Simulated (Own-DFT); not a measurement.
# Stretching a layer in its plane: wurtzite AlGaN with randomly placed atoms, 96 atoms (Al12Ga36N48)

Everything here is calculated. The program is Own-DFT (plane waves, in-house, since retired, never reviewed by a person); positions were held fixed, and spin and spin-orbit coupling were off.

Common settings: PBE; PseudoDojo norm-conserving scalar-relativistic files (stringent for Ga); cutoff 96 hartree; 3 x 4 x 3 k mesh centred on Gamma; Gaussian smearing of 0.01 eV.

Caveats: k mesh not checked against a denser one; stress not checked against mesh or cutoff.

Unstrained cell vectors in Å: (12.679, 0.000, 0.000); (-4.755, 8.235, 0.000); (0.000, 0.000, 10.268). The unstrained cell has measured lattice constants (interpolated for alloys), not those of this functional. That, the random moves and any unrelaxed bonds set the pressure at no strain. Each run strains x and y alike by e, as a substrate would, and holds the height along z. Random moves of width 0.05 Å per axis were added to every atom. The random placing of the alloy's atoms differs from row to row. Stress is positive in tension.

| e (%) | u (Å) | (s_xx + s_yy)/2 (GPa) | s_zz (GPa) |
|---|---|---|---|
| -2.75 | 0.048 | -24.59 | -11.75 |
| -2.50 | 0.051 | -24.34 | -10.23 |
| -2.00 | 0.048 | -18.08 | -11.32 |
| -1.00 | 0.047 | -13.09 | -8.34 |
| -0.50 | 0.050 | -9.91 | -7.28 |
| 0.75 | 0.051 | ? | ? |
| 1.00 | 0.050 | -1.60 | -7.42 |
| 1.75 | 0.049 | 1.66 | -4.84 |
| 2.75 | 0.052 | 6.71 | -5.42 |
| 3.00 | 0.048 | 6.98 | -1.88 |

## Working it out

With e as a fraction, the in-plane stress is -6.9 + 565 e - 3174 e² GPa (errors 14 and 914, scatter 0.84), and s_zz is -7.6 + 137 e GPa (slope ± 19, scatter 1.18). At e = 0 the first slope is C11 + C12 and the second 2 C13, both with the ions held to the strained lattice and at the cell's own pressure. The term in e² is negative: the layer stiffens under compression and softens under tension. A free layer would change its height as e changes, and the in-plane slope would drop by 2 C13²/C33 to the biaxial modulus. At fixed height, a misfit of 1 % moves the in-plane stress by about 5.7 GPa and s_zz by 1.4 GPa.

## The run left out

Asked: what are the two stresses at e = 0.75 %?

The fit gives -2.9 and -6.5 GPa. The calculation gave -3.59 and -6.05 GPa.
